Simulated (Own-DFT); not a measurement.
# Strain and stress in wurtzite AlGaN with randomly placed atoms, 96 atoms (Al36Ga12N48)

All numbers below are calculated, not measured. They come from Own-DFT, an in-house plane-wave density functional program, since retired, whose code no person has reviewed. Each row is one single-point run on a periodic cell that was not relaxed, without spin or spin-orbit coupling.

Settings of every run: PBE; PseudoDojo norm-conserving scalar-relativistic files (stringent for Ga); cutoff 96 hartree; 3 x 4 x 3 k mesh centred on Gamma; Gaussian smearing of 0.01 eV.

Known limits: k mesh not checked against a denser one; stress not checked against mesh or cutoff.

Unstrained cell vectors in Å: (12.525, 0.000, 0.000); (-4.697, 8.135, 0.000); (0.000, 0.000, 10.066). The unstrained cell has measured lattice constants (interpolated for alloys), not those of this functional. That, the random moves and any unrelaxed bonds set the pressure at no strain. Each run strains this cell uniformly, with the atoms carried along. Every atom was also moved at random, by a Gaussian of width 0.05 Å on each axis. The random placing of the alloy's atoms differs from row to row. Strain is the symmetric tensor, in per cent. Stress is positive in tension, and the pressure is minus a third of its trace.

```
run,e_xx (%),e_yy (%),e_zz (%),s_xx (GPa),s_yy (GPa),s_zz (GPa),P (GPa),E (meV/atom)
1,0.50,0.50,0.00,-4.13,-4.72,-3.80,4.22,7.4
2,1.50,1.50,0.00,2.40,0.71,-4.07,0.32,8.3
3,-1.75,-1.75,0.00,-19.11,-15.45,-10.01,14.86,42.5
4,2.75,2.75,0.00,7.45,6.86,-2.73,-3.86,9.7
5,1.25,1.25,0.00,1.23,-1.23,-3.88,1.30,0.0
6,1.75,1.75,0.00,2.47,4.19,-5.68,-0.33,13.7
7,-0.25,-0.25,0.00,-8.71,-8.14,-6.37,7.74,21.9
8,2.00,2.00,0.00,5.25,5.46,-7.15,-1.19,10.4
9,-1.50,-1.50,0.00,?,?,?,?,?
```

E is the free energy for each atom above the lowest run shown.

## Worked fit

The change of volume is close to e_xx + e_yy + e_zz. A straight line through the runs shown gives P = 6.96 - 207 x (fractional change of volume) GPa, with an error of 7 on the slope and a scatter of 0.57 GPa. The strain isn't the same on all axes and the cell isn't cubic, so the slope belongs to this path and is not the bulk modulus.

## Withheld run

Question: what pressure should run 9 give? Its volume changes by -2.98 %.

The line gives 13.1 GPa. The calculation gave 13.68 GPa.
